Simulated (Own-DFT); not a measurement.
# Point defects and the pressure they add: C40 NbSi2

Calculated, not measured: single-point runs of Own-DFT, a retired in-house plane-wave DFT program that no person has reviewed, on unrelaxed cells, without spin or spin-orbit coupling.

Settings: PBE; PseudoDojo norm-conserving scalar-relativistic files; cutoff 42 hartree; 4 x 4 x 5 k mesh centred on Gamma; cold (Marzari-Vanderbilt) smearing of 0.2 eV.

Known weak points: forces on such cells failed a check on a denser k mesh; stress not checked against mesh or cutoff.

All runs share one cell, with vectors in Å (0.000, 8.324, 0.000); (-9.613, 0.000, 0.000); (0.000, 0.000, 6.586) and a volume of 527.0 Å³. Atoms were moved at random from their sites; u is the rms move along one axis. The defect's site can differ from row to row.

```
cell,formula,u (Å),P (GPa)
no defect,Nb12Si24,0.0190,1.48
no defect,Nb12Si24,0.0478,2.42
no defect,Nb12Si24,0.0482,2.50
two Si on a Nb site each,Nb10Si26,0.0277,1.62
two Si on a Nb site each,Nb10Si26,0.0503,2.71
two Si on a Nb site each,Nb10Si26,0.0530,2.84
two Nb on a Si site each,Nb14Si22,0.0310,7.48
two Nb on a Si site each,Nb14Si22,0.0311,7.63
two Nb on a Si site each,Nb14Si22,0.0471,8.22
one Si vacancy,Nb12Si23,0.0291,0.99
one Si vacancy,Nb12Si23,0.0486,1.86
one Si vacancy,Nb12Si23,0.0495,1.79
two Nb vacancies,Nb10Si24,0.0288,-0.19
two Nb vacancies,Nb10Si24,0.0298,-0.04
two Nb vacancies,Nb10Si24,0.0485,0.32
two Nb vacancies,Nb10Si24,0.0504,?
```

## Worked fit

P = P0 + c u² + a shift for each defect gives P0 = 1.30 GPa, c = 504 ± 38 GPa/Å² and a scatter of 0.12 GPa. The shifts, and each times the cell's volume:

- two Nb on a Si site each: 5.78 ± 0.10 GPa, 19.0 eV (9.5 eV for each of its 2 sites)
- two Si on a Nb site each: 0.06 ± 0.10 GPa, 0.2 eV (0.1 eV for each of its 2 sites) (not resolved)
- one Si vacancy: -0.70 ± 0.10 GPa, -2.3 eV
- two Nb vacancies: -1.96 ± 0.10 GPa, -6.4 eV (-3.2 eV for each of its 2 sites)

Positive is outwards. The product with the volume (160.2 GPa Å³ to the eV) is nearly free of the cell's size; divided by the bulk modulus at the cell's pressure it gives the volume that the defect adds. The atoms around the defects weren't relaxed, which would change these numbers.

## Prediction

The question: what pressure belongs in the blank (two Nb vacancies, u = 0.0504 Å)?

From the fit: 0.62 ± 0.14 GPa. The run itself gave 1.15 GPa. This run lies off the fit, by chance or by something that the fit leaves out.
